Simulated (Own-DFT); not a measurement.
# Response to strain: wurtzite AlN, 128 atoms (Al64N64)

Source: density functional calculations with Own-DFT, an unreviewed in-house program that is no longer used. Nothing was measured or relaxed, and spin and spin-orbit coupling are left out.

All runs used: PBE; PseudoDojo norm-conserving scalar-relativistic files; cutoff 42 hartree; 3 x 3 x 3 k mesh centred on Gamma; Gaussian smearing of 0.01 eV.

Known weak points: k mesh not checked against a denser one; stress not checked against mesh or cutoff.

Unstrained cell vectors in Å: (12.448, 0.000, 0.000); (-6.224, 10.780, 0.000); (0.000, 0.000, 9.964). The unstrained cell has measured lattice constants (interpolated for alloys), not those of this functional. That, the random moves and any unrelaxed bonds set the pressure at no strain. The cell is deformed uniformly in each run, and the atoms keep their fractional places. Each atom got a random Gaussian move of width 0.05 Å along each axis. Strains are tensor components in per cent; tension counts as positive stress, and P is minus the mean normal stress.

| run | e_xx (%) | e_yy (%) | e_zz (%) | e_yz (%) | e_xz (%) | e_xy (%) | s_xx (GPa) | s_yy (GPa) | s_zz (GPa) | s_yz (GPa) | s_xz (GPa) | s_xy (GPa) | P (GPa) | E (meV/atom) |
|---|---|---|---|---|---|---|---|---|---|---|---|---|---|---|
| 1 | -1.66 | -0.70 | -1.90 | 0.80 | 0.18 | -1.35 | -15.71 | -13.98 | -19.05 | 3.12 | 0.71 | -5.36 | 16.25 | 53.2 |
| 2 | 1.71 | -0.94 | 0.79 | -0.45 | 1.96 | -1.65 | 0.12 | -6.56 | -3.15 | -1.00 | 4.85 | -6.19 | 3.20 | 23.0 |
| 3 | -1.58 | 1.41 | 0.29 | 0.34 | 1.00 | -1.66 | -11.99 | -1.91 | -3.69 | 1.34 | 2.45 | -6.52 | 5.86 | 14.9 |
| 4 | 1.01 | 0.08 | 1.45 | -1.33 | -0.64 | -1.31 | -0.54 | -3.98 | 1.70 | -3.41 | -1.74 | -4.88 | 0.94 | 8.6 |
| 5 | -1.28 | 0.92 | 0.99 | 0.96 | -1.54 | 0.64 | -10.94 | -1.60 | -0.83 | 2.22 | -3.33 | 2.59 | 4.46 | 0.9 |
| 6 | 0.16 | -0.44 | -1.80 | 1.31 | -0.47 | -0.73 | -6.87 | -8.67 | -16.27 | 3.75 | -1.28 | -3.70 | 10.60 | 30.0 |
| 7 | 0.52 | 1.29 | 0.89 | -1.99 | 0.15 | -1.68 | -2.77 | 0.87 | 0.43 | -4.92 | 0.26 | -6.33 | 0.49 | 13.6 |
| 8 | 0.58 | -0.21 | -1.48 | -0.15 | 0.88 | -0.76 | -3.66 | -6.18 | -15.44 | -0.21 | 2.98 | -2.27 | 8.43 | 24.9 |
| 9 | -1.42 | -1.92 | 1.90 | -1.58 | 1.45 | -1.48 | -12.85 | -14.44 | -0.35 | -3.84 | 3.03 | -4.12 | 9.21 | 24.3 |
| 10 | 1.74 | -1.32 | -1.67 | 0.58 | 0.79 | -1.66 | -1.10 | -11.05 | -13.30 | 1.28 | 3.12 | -4.96 | 8.48 | 23.3 |
| 11 | 0.64 | 0.38 | -1.85 | -1.20 | -0.67 | -0.73 | -3.15 | -3.68 | -15.47 | -3.19 | -1.84 | -3.09 | 7.43 | 15.1 |
| 12 | 0.98 | 0.82 | -0.84 | 1.90 | 1.31 | 1.01 | -0.82 | -0.92 | -10.84 | 4.63 | 3.48 | 2.26 | 4.19 | 31.3 |
| 13 | 1.42 | 1.97 | -1.47 | 1.47 | 1.26 | 0.82 | 1.45 | 3.40 | -10.07 | 3.45 | 2.83 | 3.01 | 1.74 | 13.3 |
| 14 | 1.47 | 0.48 | 1.36 | 1.85 | 0.06 | -1.32 | 2.04 | -0.79 | 1.02 | 4.57 | -0.23 | -4.54 | -0.76 | 0.0 |
| 15 | -0.73 | -1.51 | 0.09 | -0.58 | 1.90 | 1.00 | -11.64 | -13.56 | -7.25 | -0.66 | 6.02 | 1.91 | 10.81 | 24.6 |
| 16 | -0.51 | 0.25 | -1.71 | -0.19 | -1.29 | 0.26 | ? | ? | ? | ? | ? | ? | ? | ? |

E is the free energy per atom, counted from the lowest run shown.

## What the rows give

Each stress component was fitted by least squares to a constant and the strains of the runs shown, as fractions, with shears doubled. Shear strains stay in the fit of a normal stress only where such slopes are resolved. The slopes, in GPa:

| stress | at no strain | per e_xx | per e_yy | per e_zz | scatter |
|---|---|---|---|---|---|
| s_xx | -6.2 | 452 ± 14 | 104 ± 15 | 48 ± 13 | 0.65 |
| s_yy | -5.8 | 139 ± 18 | 444 ± 19 | 76 ± 16 | 0.82 |
| s_zz | -6.6 | 64 ± 25 | 114 ± 27 | 511 ± 22 | 1.16 |

The slope of each shear stress on twice its own strain, from a fit on all six strains: yz 127 ± 4, xz 125 ± 8, xy 165 ± 13 GPa. These are stiffnesses along x, y and z of the frame in which the cell vectors are given, with the crystal's c axis along z: C11, C12, C13 and C33. Hexagonal symmetry asks that xx and yy behave alike, which is a second check on the noise. No internal relaxation is included, and where it is allowed it would reduce some of the slopes. Symmetry asks for nearly equal slopes across the diagonal; the mismatch is a measure of noise. A ninth of the table's sum, 217 ± 5 GPa, estimates the bulk modulus near the mean pressure of these runs, 6.1 GPa, so it lies above the value at zero pressure.

## Check

The question: what normal stresses and pressure should run 16 give?

From the fit: s_xx = -9.1, s_yy = -6.7, s_zz = -15.3 and P = 10.4 GPa. The hidden result is -9.01, -5.53, -14.45 and P = 9.66 GPa.
